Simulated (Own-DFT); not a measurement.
# Strain and stress in wurtzite AlN, 72 atoms (Al36N36)

Calculated results; nothing here was measured. They come from Own-DFT, an in-house plane-wave density functional program, since retired, whose code no person has reviewed. Each row is one single-point run on a periodic cell that was not relaxed, without spin or spin-orbit coupling.

Settings of every run: PBE; PseudoDojo norm-conserving scalar-relativistic files; cutoff 42 hartree; 4 x 4 x 3 k mesh centred on Gamma; Gaussian smearing of 0.01 eV.

Known limits: k mesh not checked against a denser one; stress not checked against mesh or cutoff.

Unstrained cell vectors in Å: (9.336, 0.000, 0.000); (-4.668, 8.085, 0.000); (0.000, 0.000, 9.964). The unstrained cell has measured lattice constants (interpolated for alloys), not those of this functional. That, the random moves and any unrelaxed bonds set the pressure at no strain. Each run strains this cell uniformly, with the atoms carried along. Every atom was also moved at random, by a Gaussian of width 0.05 Å on each axis. Strain is the symmetric tensor, in per cent. Stress is positive in tension, and the pressure is minus a third of its trace.

| run | e_xx (%) | e_yy (%) | e_zz (%) | e_yz (%) | e_xz (%) | e_xy (%) | s_xx (GPa) | s_yy (GPa) | s_zz (GPa) | s_yz (GPa) | s_xz (GPa) | s_xy (GPa) | P (GPa) | E (meV/atom) |
|---|---|---|---|---|---|---|---|---|---|---|---|---|---|---|
| 1 | 0.52 | -0.40 | 1.26 | -0.18 | -1.42 | -1.37 | -2.09 | -6.12 | -2.73 | -0.72 | -3.50 | -3.89 | 3.65 | 27.2 |
| 2 | -1.14 | -1.78 | 0.95 | -0.14 | -0.42 | -1.06 | -12.41 | -14.62 | -3.42 | 0.08 | -0.91 | -4.85 | 10.15 | 14.8 |
| 3 | -1.13 | 1.62 | 0.45 | -1.97 | -0.67 | -1.92 | -9.21 | 1.26 | -3.66 | -5.13 | -1.82 | -6.67 | 3.87 | 7.4 |
| 4 | 0.93 | -1.90 | -0.45 | -1.58 | -0.50 | -0.46 | -2.24 | -14.40 | -9.96 | -3.92 | -1.02 | -1.76 | 8.87 | 16.5 |
| 5 | -0.97 | -0.31 | 1.11 | -1.18 | -0.22 | 1.01 | -11.99 | -4.68 | -2.18 | -2.34 | 0.19 | 3.77 | 6.28 | 5.2 |
| 6 | 0.17 | 1.53 | 1.67 | -1.61 | -1.04 | -1.16 | -2.20 | 3.28 | 1.62 | -3.66 | -2.89 | -3.50 | -0.90 | 5.2 |
| 7 | 1.40 | -1.67 | -1.46 | 1.88 | -1.54 | -0.85 | -2.62 | -14.24 | -11.69 | 5.09 | -4.27 | -2.22 | 9.52 | 30.1 |
| 8 | -1.91 | -1.47 | -0.41 | 0.16 | 1.15 | 0.77 | -17.83 | -13.84 | -11.13 | 0.08 | 2.72 | 2.92 | 14.27 | 24.1 |
| 9 | 0.89 | 0.33 | -1.17 | 0.75 | -1.96 | -0.35 | -2.22 | -3.41 | -11.03 | 2.28 | -5.20 | -0.97 | 5.55 | 16.5 |
| 10 | -0.23 | 0.19 | 1.66 | 1.63 | -1.65 | -0.61 | -6.19 | -4.25 | 2.31 | 3.49 | -4.65 | -4.31 | 2.71 | 10.9 |
| 11 | -1.25 | 0.51 | -1.59 | -1.64 | 1.87 | -1.82 | -13.95 | -5.91 | -16.05 | -3.46 | 5.11 | -6.58 | 11.97 | 60.3 |
| 12 | -1.85 | -0.32 | -1.32 | 0.00 | -0.11 | 0.79 | -19.28 | -10.42 | -11.53 | -0.24 | -0.84 | 2.33 | 13.74 | 32.7 |
| 13 | 0.26 | -1.64 | -0.89 | 0.00 | 0.53 | 0.99 | -7.55 | -13.38 | -11.90 | 1.15 | 1.03 | 3.89 | 10.95 | 25.1 |
| 14 | -2.00 | -1.56 | 0.53 | -0.95 | -0.90 | -0.67 | -18.17 | -15.23 | -6.88 | -1.56 | -1.73 | -3.48 | 13.43 | 48.5 |
| 15 | 1.89 | -0.81 | 1.65 | 1.16 | 1.01 | 0.40 | 3.56 | -8.06 | 3.71 | 2.84 | 2.03 | 3.37 | 0.26 | 0.0 |
| 16 | -0.09 | -0.05 | 1.19 | 1.13 | -1.48 | 1.94 | -5.06 | -7.49 | 0.50 | 3.60 | -1.95 | 6.32 | 4.02 | 17.2 |
| 17 | 0.62 | -0.51 | 1.19 | -1.80 | -0.42 | -0.12 | -4.69 | -6.14 | -0.81 | -5.29 | -1.00 | 1.12 | 3.88 | 25.5 |
| 18 | 0.81 | -0.98 | 1.76 | -1.61 | -1.10 | 1.11 | ? | ? | ? | ? | ? | ? | ? | ? |

E is the free energy for each atom above the lowest run shown.

## Worked fit

Each stress component was fitted by least squares to a constant and the strains of the runs shown, as fractions, with shears doubled. Shear strains stay in the fit of a normal stress only where such slopes are resolved. The slopes, in GPa:

```
stress  at no strain  per e_xx  per e_yy  per e_zz  scatter
  s_xx          -6.4  526 ± 23  100 ± 26   93 ± 24     1.10
  s_yy          -5.8   75 ± 24  480 ± 27   70 ± 25     1.14
  s_zz          -6.3   77 ± 29   58 ± 33  464 ± 30     1.40
```

Each shear stress against twice its own strain: yz 123 ± 8, xz 119 ± 8, xy 184 ± 10 GPa. These are stiffnesses along x, y and z of the frame in which the cell vectors are given, which need not be the crystal's axes. The atoms are held to the strained lattice; where symmetry lets them move under strain, relaxing them would lower some slopes. The table should be nearly symmetric about its diagonal, and what it lacks of that shows the noise. A ninth of its sum, 216 ± 4 GPa, estimates the bulk modulus near the mean pressure of these runs, 7.2 GPa, so it lies above the value at zero pressure.

## Withheld run

Question: what normal stresses and pressure should run 18 give?

The fit gives s_xx = -1.5, s_yy = -8.6, s_zz = 1.9 and P = 2.7 GPa. The calculation gave -4.24, -4.81, 1.61 and P = 2.48 GPa.
